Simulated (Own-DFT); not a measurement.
## Calculated data, Ge (diamond germanium, atoms displaced), Si (diamond silicon, atoms displaced), Si (diamond silicon, strained, atoms displaced)

A calculation, not a measurement: plane-wave PBE density functional theory by an unreviewed code, no spin, of a simulated periodic cell, stress positive in tension, free energy of the whole cell less one offset for each atom, k mesh not checked against a denser one; offsets are fitted by least squares, one for each functional and potential file, so energies compare only between cells with the same atoms and settings and are not formation energies; the far tail of each file's local potential was reset to the Coulomb form; each entry is a single point on an unrelaxed cell, so the pressure reflects the starting lattice, mostly measured values (interpolated for alloys), from which strain is counted, and rises with the displacements; printed positions are rounded, which can move forces by about a meV/angstrom; the program, named Own-DFT, is a retired in-house code; no spin-orbit coupling; before rounding, a Quantum ESPRESSO 7.3.1 run of the same cell and cutoff gave forces within 1 meV/angstrom rms on each cell, which checks the program and not the settings. Program: Own-DFT development build.

Settings shared by all entries: functional PBE; potential files PseudoDojo norm-conserving, scalar-relativistic, standard set; occupations Fermi-Dirac; smearing width 0.1 eV.

```yaml
- entry: 1
  formula: Ge
  kind: "diamond germanium, atoms displaced"
  structure:
    cell_angstrom: [[0.0, 5.658, 5.658], [5.658, 0.0, 5.658], [5.658, 5.658, 0.0]]
    atoms_fractional:
      - [Ge, 0.98, 0.01454, 0.01581]
      - [Ge, 0.49342, 0.00227, 0.0145]
      - [Ge, 0.01312, 0.47792, 0.99653]
      - [Ge, 0.98089, 0.02287, 0.51911]
      - [Ge, 0.11521, 0.14009, 0.12816]
      - [Ge, 0.62899, 0.1182, 0.12452]
      - [Ge, 0.14147, 0.61286, 0.13704]
      - [Ge, 0.13865, 0.12496, 0.60389]
      - [Ge, 0.52367, 0.49658, 0.49071]
      - [Ge, 0.96272, 0.50517, 0.52938]
      - [Ge, 0.48612, 0.03925, 0.48106]
      - [Ge, 0.51805, 0.48314, 0.99717]
      - [Ge, 0.63154, 0.62111, 0.64089]
      - [Ge, 0.13904, 0.6588, 0.58181]
      - [Ge, 0.63785, 0.12521, 0.61337]
      - [Ge, 0.62578, 0.62583, 0.1191]
  settings:
    "wave_cutoff [hartree]": 42.0
    k_mesh: "5 x 5 x 5 centred on Gamma"
  results:
    "free_energy_of_cell_above_offsets [eV]": "0.204"
    "pressure [GPa]": 6.17
    "stress_xx [GPa]": -5.57
    "stress_yy [GPa]": -6.21
    "stress_zz [GPa]": -6.73
    "stress_yz [GPa]": -2.76
    "stress_xz [GPa]": 0.83
    "stress_xy [GPa]": 2.53
    force_element: [Ge, Ge, Ge, Ge, Ge, Ge, Ge, Ge, Ge, Ge, Ge, Ge, Ge, Ge, Ge, Ge]
    "force_x [eV/angstrom]": [-2.56, -1.159, 2.086, -2.55, -1.079, 0.189, 0.407, 3.362, 0.73, -2.845, -1.122, 1.438, 1.663, -0.164, 2.04, -0.435]
    "force_y [eV/angstrom]": [1.283, -1.063, -2.086, -0.179, 1.687, -0.565, -1.224, 0.46, -0.415, 2.299, 2.31, -0.03, -3.726, 1.251, -0.726, 0.722]
    "force_z [eV/angstrom]": [0.915, -0.236, 2.997, 0.552, -1.661, -0.09, -0.758, -0.498, -0.094, 3.29, -0.306, -0.508, -0.892, -1.622, -1.721, 0.633]
- entry: 2
  formula: Si
  kind: "diamond silicon, atoms displaced"
  structure:
    cell_angstrom: [[10.862, 0.0, 0.0], [0.0, 10.862, 0.0], [0.0, 0.0, 10.862]]
    atoms_fractional:
      - [Si, 7.0e-05, 0.99852, 0.99948]
      - [Si, 0.9984, 0.2474, 0.24736]
      - [Si, 0.2507, 0.99912, 0.2514]
      - [Si, 0.25058, 0.25234, 0.99627]
      - [Si, 0.12581, 0.12733, 0.12689]
      - [Si, 0.12251, 0.37662, 0.37761]
      - [Si, 0.37588, 0.12494, 0.37745]
      - [Si, 0.37429, 0.37407, 0.12463]
      - [Si, 0.00149, 0.00302, 0.50064]
      - [Si, 0.0007, 0.25126, 0.75021]
      - [Si, 0.24592, 0.00113, 0.7506]
      - [Si, 0.24974, 0.24814, 0.49812]
      - [Si, 0.1243, 0.12678, 0.62674]
      - [Si, 0.12471, 0.37457, 0.87152]
      - [Si, 0.37512, 0.12531, 0.87392]
      - [Si, 0.37697, 0.37578, 0.62359]
      - [Si, 0.9994, 0.49956, 0.99995]
      - [Si, 0.00085, 0.75066, 0.25264]
      - [Si, 0.25281, 0.49942, 0.25221]
      - [Si, 0.2508, 0.75095, 0.00029]
      - [Si, 0.12845, 0.62385, 0.12435]
      - [Si, 0.12348, 0.87527, 0.37233]
      - [Si, 0.37648, 0.6243, 0.37325]
      - [Si, 0.37287, 0.87487, 0.12341]
      - [Si, 0.00327, 0.50314, 0.50055]
      - [Si, 0.0005, 0.75072, 0.75027]
      - [Si, 0.25006, 0.50194, 0.74932]
      - [Si, 0.25193, 0.74912, 0.50123]
      - [Si, 0.12451, 0.62316, 0.62387]
      - [Si, 0.12467, 0.87486, 0.87387]
      - [Si, 0.37353, 0.6238, 0.87446]
      - [Si, 0.37376, 0.87391, 0.62416]
      - [Si, 0.50154, 0.00204, 0.99832]
      - [Si, 0.50017, 0.24885, 0.2498]
      - [Si, 0.7513, 0.99981, 0.2485]
      - [Si, 0.75052, 0.25095, 0.99891]
      - [Si, 0.62575, 0.12331, 0.12567]
      - [Si, 0.62478, 0.37546, 0.37622]
      - [Si, 0.87103, 0.12602, 0.37423]
      - [Si, 0.87848, 0.37492, 0.12263]
      - [Si, 0.49844, 0.99959, 0.50089]
      - [Si, 0.49915, 0.25026, 0.75095]
      - [Si, 0.75114, 0.99884, 0.75286]
      - [Si, 0.74756, 0.24835, 0.50211]
      - [Si, 0.62332, 0.12284, 0.62842]
      - [Si, 0.6272, 0.3727, 0.87338]
      - [Si, 0.87416, 0.12483, 0.87363]
      - [Si, 0.87513, 0.37516, 0.62864]
      - [Si, 0.4953, 0.49784, 0.00095]
      - [Si, 0.50029, 0.75179, 0.24728]
      - [Si, 0.74975, 0.50154, 0.2481]
      - [Si, 0.74905, 0.74977, 0.0001]
      - [Si, 0.62642, 0.62402, 0.12188]
      - [Si, 0.62656, 0.87768, 0.37678]
      - [Si, 0.87455, 0.62118, 0.37594]
      - [Si, 0.87512, 0.87355, 0.12278]
      - [Si, 0.4984, 0.5027, 0.50007]
      - [Si, 0.49997, 0.75035, 0.75279]
      - [Si, 0.74961, 0.49757, 0.7476]
      - [Si, 0.7482, 0.74958, 0.49867]
      - [Si, 0.62343, 0.62624, 0.62741]
      - [Si, 0.62892, 0.87416, 0.87256]
      - [Si, 0.87538, 0.62488, 0.87265]
      - [Si, 0.87871, 0.87711, 0.62485]
  settings:
    "wave_cutoff [hartree]": 20.0
    k_mesh: "3 x 3 x 3 centred on Gamma"
  results:
    "free_energy_of_cell_above_offsets [eV]": "-5.791"
    "pressure [GPa]": 2.0
    "stress_xx [GPa]": -1.99
    "stress_yy [GPa]": -2.01
    "stress_zz [GPa]": -1.99
    "stress_yz [GPa]": 0.09
    "stress_xz [GPa]": -0.18
    "stress_xy [GPa]": -0.14
    force_element: [Si, Si, Si, Si, Si, Si, Si, Si, Si, Si, Si, Si, Si, Si, Si, Si, Si, Si, Si, Si, Si, Si, Si, Si, Si, Si, Si, Si, Si, Si, Si, Si, Si, Si, Si, Si, Si, Si, Si, Si, Si, Si, Si, Si, Si, Si, Si, Si, Si, Si, Si, Si, Si, Si, Si, Si, Si, Si, Si, Si, Si, Si, Si, Si]
    "force_x [eV/angstrom]": [0.083, 0.049, 0.005, -0.177, 0.228, 0.234, -0.041, -0.085, -0.141, -0.261, 0.541, -0.054, 0.091, 0.066, -0.135, -0.373, 0.405, -0.282, -0.4, -0.189, -0.33, 0.362, 0.018, 0.431, -0.769, 0.06, -0.003, -0.41, 0.293, 0.033, 0.113, 0.039, -0.076, 0.039, -0.042, 0.067, 0.034, -0.041, 0.388, -0.556, 0.219, 0.083, 0.156, 0.124, 0.045, -0.495, 0.29, 0.206, 0.746, 0.249, 0.15, 0.294, -0.527, -0.306, 0.016, 0.115, 0.377, -0.147, -0.092, 0.412, 0.091, -0.542, -0.199, -0.477]
    "force_y [eV/angstrom]": [0.37, 0.494, 0.249, -0.262, -0.415, -0.424, -0.12, -0.198, -0.05, -0.255, -0.148, 0.412, 0.057, 0.381, -0.083, -0.115, 0.219, -0.499, -0.182, -0.163, 0.097, 0.077, 0.446, 0.334, -0.61, -0.182, -0.413, -0.049, 0.642, -0.099, 0.251, 0.208, -0.436, 0.081, -0.199, -0.238, 0.327, 0.093, -0.076, -0.002, -0.005, 0.023, 0.099, 0.235, -0.012, 0.363, 0.089, -0.076, 0.071, -0.079, -0.538, -0.159, 0.067, -0.202, 0.555, -0.029, -0.164, 0.04, 0.457, 0.042, -0.062, 0.073, -0.067, -0.24]
    "force_z [eV/angstrom]": [0.077, 0.601, -0.152, 0.328, -0.512, -0.562, -0.415, 0.254, -0.353, 0.028, -0.154, 0.396, -0.271, 0.363, 0.035, 0.06, -0.314, -0.529, -0.178, -0.298, 0.266, 0.732, 0.084, 0.014, 0.188, -0.234, -0.226, -0.493, 0.323, 0.287, 0.23, 0.447, -0.003, 0.075, 0.056, 0.236, -0.155, -0.116, 0.155, 0.256, 0.157, -0.192, -0.64, 0.104, -0.11, 0.286, 0.315, -0.844, -0.369, 0.204, 0.037, -0.3, 0.17, -0.42, -0.119, 0.332, -0.012, -0.204, 0.347, 0.4, -0.264, 0.532, 0.209, -0.144]
- entry: 3
  formula: Si
  kind: "diamond silicon, atoms displaced"
  structure:
    cell_angstrom: [[10.862, 0.0, 0.0], [0.0, 10.862, 0.0], [0.0, 0.0, 10.862]]
    atoms_fractional:
      - [Si, 0.99692, 0.99172, 0.00587]
      - [Si, 0.99583, 0.24171, 0.2655]
      - [Si, 0.25323, 0.98893, 0.24838]
      - [Si, 0.24554, 0.23826, 0.00716]
      - [Si, 0.10256, 0.12454, 0.12684]
      - [Si, 0.14352, 0.39237, 0.38585]
      - [Si, 0.39428, 0.13817, 0.35816]
      - [Si, 0.37512, 0.38443, 0.11578]
      - [Si, 0.99749, 0.00123, 0.50911]
      - [Si, 0.996, 0.2452, 0.75203]
      - [Si, 0.22747, 0.01538, 0.74162]
      - [Si, 0.24387, 0.23703, 0.51532]
      - [Si, 0.12454, 0.12631, 0.62008]
      - [Si, 0.11106, 0.39524, 0.88076]
      - [Si, 0.37391, 0.1235, 0.8739]
      - [Si, 0.36984, 0.37127, 0.62148]
      - [Si, 0.00908, 0.50108, 0.01074]
      - [Si, 0.00045, 0.76002, 0.24901]
      - [Si, 0.23848, 0.51425, 0.26049]
      - [Si, 0.25223, 0.75362, 0.00577]
      - [Si, 0.11916, 0.63533, 0.12698]
      - [Si, 0.12344, 0.86651, 0.37281]
      - [Si, 0.38247, 0.63287, 0.37488]
      - [Si, 0.36223, 0.87419, 0.11027]
      - [Si, 0.99576, 0.49304, 0.5187]
      - [Si, 0.0006, 0.74086, 0.74736]
      - [Si, 0.24608, 0.51602, 0.73264]
      - [Si, 0.2614, 0.76225, 0.48189]
      - [Si, 0.12929, 0.62348, 0.61887]
      - [Si, 0.11942, 0.87823, 0.89177]
      - [Si, 0.38073, 0.6282, 0.89138]
      - [Si, 0.37186, 0.88799, 0.61755]
      - [Si, 0.49986, 4.0e-05, 0.99955]
      - [Si, 0.49372, 0.24252, 0.26431]
      - [Si, 0.74516, 0.99667, 0.26151]
      - [Si, 0.76645, 0.28084, 0.98661]
      - [Si, 0.62862, 0.13617, 0.1499]
      - [Si, 0.64001, 0.38138, 0.37277]
      - [Si, 0.87313, 0.11753, 0.38346]
      - [Si, 0.86954, 0.3778, 0.14343]
      - [Si, 0.51161, 0.00502, 0.51164]
      - [Si, 0.49623, 0.24247, 0.7553]
      - [Si, 0.74762, 0.00312, 0.74056]
      - [Si, 0.76711, 0.24728, 0.4965]
      - [Si, 0.62996, 0.12626, 0.62058]
      - [Si, 0.63017, 0.37738, 0.88235]
      - [Si, 0.86679, 0.12782, 0.87393]
      - [Si, 0.87239, 0.37303, 0.62525]
      - [Si, 0.50518, 0.49841, 0.99759]
      - [Si, 0.49681, 0.75354, 0.25234]
      - [Si, 0.7529, 0.51682, 0.25555]
      - [Si, 0.74785, 0.7592, 0.00661]
      - [Si, 0.6301, 0.62986, 0.13632]
      - [Si, 0.61141, 0.86958, 0.37321]
      - [Si, 0.87329, 0.62426, 0.37023]
      - [Si, 0.87727, 0.86953, 0.11767]
      - [Si, 0.49044, 0.49361, 0.49288]
      - [Si, 0.49901, 0.73439, 0.75435]
      - [Si, 0.75235, 0.50399, 0.74903]
      - [Si, 0.75608, 0.7617, 0.50972]
      - [Si, 0.61542, 0.60429, 0.62828]
      - [Si, 0.6091, 0.88252, 0.87315]
      - [Si, 0.87806, 0.62721, 0.8806]
      - [Si, 0.86486, 0.86734, 0.60613]
  settings:
    "wave_cutoff [hartree]": 20.0
    k_mesh: "3 x 3 x 3 centred on Gamma"
  results:
    "free_energy_of_cell_above_offsets [eV]": "7.654"
    "pressure [GPa]": 4.62
    "stress_xx [GPa]": -4.85
    "stress_yy [GPa]": -4.67
    "stress_zz [GPa]": -4.33
    "stress_yz [GPa]": -0.01
    "stress_xz [GPa]": 0.13
    "stress_xy [GPa]": -1.78
    force_element: [Si, Si, Si, Si, Si, Si, Si, Si, Si, Si, Si, Si, Si, Si, Si, Si, Si, Si, Si, Si, Si, Si, Si, Si, Si, Si, Si, Si, Si, Si, Si, Si, Si, Si, Si, Si, Si, Si, Si, Si, Si, Si, Si, Si, Si, Si, Si, Si, Si, Si, Si, Si, Si, Si, Si, Si, Si, Si, Si, Si, Si, Si, Si, Si]
    "force_x [eV/angstrom]": [-1.242, 0.54, -0.678, -0.361, 2.038, -2.562, -7.293, -1.062, 0.503, 0.414, 2.929, 2.705, -3.533, 2.635, -1.173, 0.155, -2.738, -1.074, 2.311, -1.727, 0.735, -0.068, -0.668, 2.809, 0.903, 0.031, 1.881, -0.594, -0.961, 0.735, -1.307, -0.387, -0.339, 5.731, 0.492, 0.21, 0.459, -1.234, 0.641, 1.469, -1.368, 1.038, 0.069, -2.234, 0.475, -1.534, 0.617, -0.224, 0.617, -0.624, -0.779, -1.054, -1.061, 1.673, 1.88, -0.868, 0.994, -0.322, 0.132, -5.497, 0.526, 1.953, -0.411, 4.677]
    "force_y [eV/angstrom]": [1.943, 1.816, 1.848, 1.673, -0.365, -2.936, -7.578, -1.269, -1.039, 1.161, -2.894, 2.293, 0.352, -2.801, -0.569, -0.132, 0.936, -1.322, 0.645, -1.854, 0.003, 2.207, -1.027, 1.379, 1.253, 1.319, -2.178, -0.913, 2.595, -0.806, -0.466, -0.718, 1.286, 8.411, -0.612, -2.628, -0.537, -0.942, -0.867, 0.247, -0.355, 1.444, -1.01, 0.984, 1.784, 0.495, -0.926, -0.743, 0.764, -0.073, -1.858, -0.955, 0.413, 0.996, 1.645, 1.155, -0.461, 1.733, -0.735, -5.679, 1.793, -1.168, -0.203, 4.043]
    "force_z [eV/angstrom]": [-0.657, -0.064, 0.075, -0.601, 0.638, 1.533, 7.333, 1.886, -1.176, 0.219, 2.743, -3.7, 0.649, -2.375, 0.231, 1.087, 1.381, -0.104, -2.167, -1.474, 0.306, 0.481, -0.346, 2.233, -2.584, 0.159, 3.443, 2.074, -1.61, -2.91, -1.684, 1.502, 1.379, -5.98, -0.853, 2.521, -2.73, 0.553, -0.74, -0.537, -2.433, -0.646, 0.939, 0.532, 0.741, -2.628, 0.262, 1.535, 1.185, -1.977, -0.832, -1.648, -1.467, 1.724, 2.63, 2.122, 0.056, -0.629, 0.836, -4.8, -0.71, -0.926, 0.293, 5.706]
- entry: 4
  formula: Si
  kind: "diamond silicon, strained, atoms displaced"
  structure:
    cell_angstrom:
      - [11.029, -0.1231, -0.1899]
      - [-0.1231, 10.7877, -0.0555]
      - [-0.1899, -0.0555, 11.0734]
    atoms_fractional:
      - [Si, 0.99361, 0.00267, 0.00438]
      - [Si, 0.99526, 0.24561, 0.25199]
      - [Si, 0.24561, 0.00013, 0.24687]
      - [Si, 0.24873, 0.25897, 0.99657]
      - [Si, 0.11762, 0.12443, 0.12514]
      - [Si, 0.12443, 0.37637, 0.38161]
      - [Si, 0.37373, 0.12401, 0.36681]
      - [Si, 0.3666, 0.37849, 0.12716]
      - [Si, 0.01429, 0.00482, 0.49527]
      - [Si, 0.99293, 0.25189, 0.74857]
      - [Si, 0.24588, 0.0015, 0.74524]
      - [Si, 0.24802, 0.25127, 0.49958]
      - [Si, 0.12673, 0.12176, 0.61723]
      - [Si, 0.12927, 0.37568, 0.88052]
      - [Si, 0.38123, 0.12443, 0.87391]
      - [Si, 0.37639, 0.37893, 0.62889]
      - [Si, 0.00621, 0.49996, 0.00114]
      - [Si, 0.00358, 0.74592, 0.24631]
      - [Si, 0.2463, 0.5021, 0.23847]
      - [Si, 0.25788, 0.74863, 0.99764]
      - [Si, 0.12271, 0.63338, 0.12711]
      - [Si, 0.12073, 0.87454, 0.36404]
      - [Si, 0.37204, 0.62726, 0.36817]
      - [Si, 0.38187, 0.87277, 0.12339]
      - [Si, 0.98961, 0.48827, 0.49559]
      - [Si, 0.00635, 0.75379, 0.74799]
      - [Si, 0.25709, 0.50362, 0.75013]
      - [Si, 0.25125, 0.74857, 0.5008]
      - [Si, 0.12334, 0.62126, 0.61784]
      - [Si, 0.12655, 0.86799, 0.8826]
      - [Si, 0.38515, 0.62328, 0.88051]
      - [Si, 0.36627, 0.87235, 0.62873]
      - [Si, 0.50713, 0.99712, 0.00238]
      - [Si, 0.49221, 0.24348, 0.25058]
      - [Si, 0.74947, 0.0071, 0.24888]
      - [Si, 0.74084, 0.2591, 0.00622]
      - [Si, 0.61714, 0.12401, 0.13521]
      - [Si, 0.62317, 0.37273, 0.3676]
      - [Si, 0.87414, 0.12724, 0.38039]
      - [Si, 0.87734, 0.37677, 0.13233]
      - [Si, 0.49866, 0.99712, 0.49728]
      - [Si, 0.49502, 0.25173, 0.74048]
      - [Si, 0.74223, 0.0067, 0.74064]
      - [Si, 0.75625, 0.24315, 0.49791]
      - [Si, 0.61861, 0.12861, 0.62531]
      - [Si, 0.6275, 0.37294, 0.87754]
      - [Si, 0.8788, 0.12104, 0.87856]
      - [Si, 0.87656, 0.38141, 0.62674]
      - [Si, 0.50086, 0.5017, 0.00444]
      - [Si, 0.50472, 0.74661, 0.25815]
      - [Si, 0.75053, 0.50467, 0.25049]
      - [Si, 0.74498, 0.75032, 0.0058]
      - [Si, 0.63374, 0.62596, 0.13251]
      - [Si, 0.62663, 0.87382, 0.37405]
      - [Si, 0.87514, 0.61593, 0.37043]
      - [Si, 0.88052, 0.878, 0.12468]
      - [Si, 0.50024, 0.50084, 0.49205]
      - [Si, 0.50392, 0.75074, 0.75602]
      - [Si, 0.75355, 0.50932, 0.74909]
      - [Si, 0.74944, 0.75441, 0.49895]
      - [Si, 0.6222, 0.62492, 0.62729]
      - [Si, 0.62259, 0.87548, 0.86859]
      - [Si, 0.8816, 0.6271, 0.87317]
      - [Si, 0.88449, 0.87312, 0.62206]
  settings:
    "wave_cutoff [hartree]": 20.0
    k_mesh: "3 x 3 x 3 centred on Gamma"
  results:
    "free_energy_of_cell_above_offsets [eV]": "-2.224"
    "pressure [GPa]": 0.22
    "stress_xx [GPa]": 0.31
    "stress_yy [GPa]": -1.65
    "stress_zz [GPa]": 0.69
    "stress_yz [GPa]": -0.91
    "stress_xz [GPa]": -3.62
    "stress_xy [GPa]": -1.63
    force_element: [Si, Si, Si, Si, Si, Si, Si, Si, Si, Si, Si, Si, Si, Si, Si, Si, Si, Si, Si, Si, Si, Si, Si, Si, Si, Si, Si, Si, Si, Si, Si, Si, Si, Si, Si, Si, Si, Si, Si, Si, Si, Si, Si, Si, Si, Si, Si, Si, Si, Si, Si, Si, Si, Si, Si, Si, Si, Si, Si, Si, Si, Si, Si, Si]
    "force_x [eV/angstrom]": [1.038, 0.507, 0.318, 0.354, 0.952, 0.035, -0.556, 1.32, -2.079, 1.137, 0.086, 0.817, 0.379, -0.671, -0.577, -0.318, -0.72, -1.486, -0.586, -0.267, 0.964, 1.168, -0.075, -0.167, 1.196, -0.186, -0.818, -0.798, -0.014, 0.087, -0.579, 1.311, -0.604, 0.003, 0.354, 1.138, 0.745, 0.515, 0.779, -0.181, -0.472, 0.722, 1.325, -1.32, 0.241, -0.76, -1.653, -1.173, 0.602, -0.35, -0.218, 0.893, -1.338, 0.374, 0.327, -1.128, -0.265, -1.31, -0.479, 0.478, 0.242, 1.368, -0.106, -0.52]
    "force_y [eV/angstrom]": [-1.073, 0.322, -0.545, -2.106, 0.935, -0.038, -0.152, -0.229, -1.595, -0.497, -0.457, -0.253, 1.792, 0.77, 0.286, 0.419, -0.11, 0.006, -0.002, -0.495, -0.398, 0.181, -0.306, 0.359, 1.008, -0.99, -0.209, -0.253, 0.039, 1.568, 0.545, 0.44, -0.103, 1.1, -1.151, -1.631, 0.79, -0.013, -0.681, 0.458, -0.245, -0.212, -1.074, 1.224, 0.289, 1.097, 1.15, -0.732, -0.802, -0.048, -1.801, 0.232, 0.374, 1.105, 1.835, -0.226, -0.33, -0.764, -1.105, -1.102, 0.612, 0.947, 0.582, 1.26]
    "force_z [eV/angstrom]": [-0.851, 0.285, -0.825, 0.441, 0.024, -1.263, 1.667, -0.234, -0.938, 0.259, 1.094, -0.058, 1.62, -1.55, 0.163, -1.22, 0.007, 0.289, 1.546, 0.386, -1.149, 1.407, 0.716, 0.699, 0.026, -0.057, 0.168, -1.133, 0.414, -0.359, -0.432, 0.111, -0.683, -0.602, 0.384, 0.389, -1.014, 0.763, -0.421, -0.603, 0.06, 1.427, 0.82, 0.712, -1.018, -1.019, -0.532, 0.318, 0.382, -1.311, -0.415, -1.159, -0.462, 0.359, 1.097, 0.626, 0.333, -1.295, 0.188, 0.064, -0.519, 1.229, 0.765, -0.116]
```
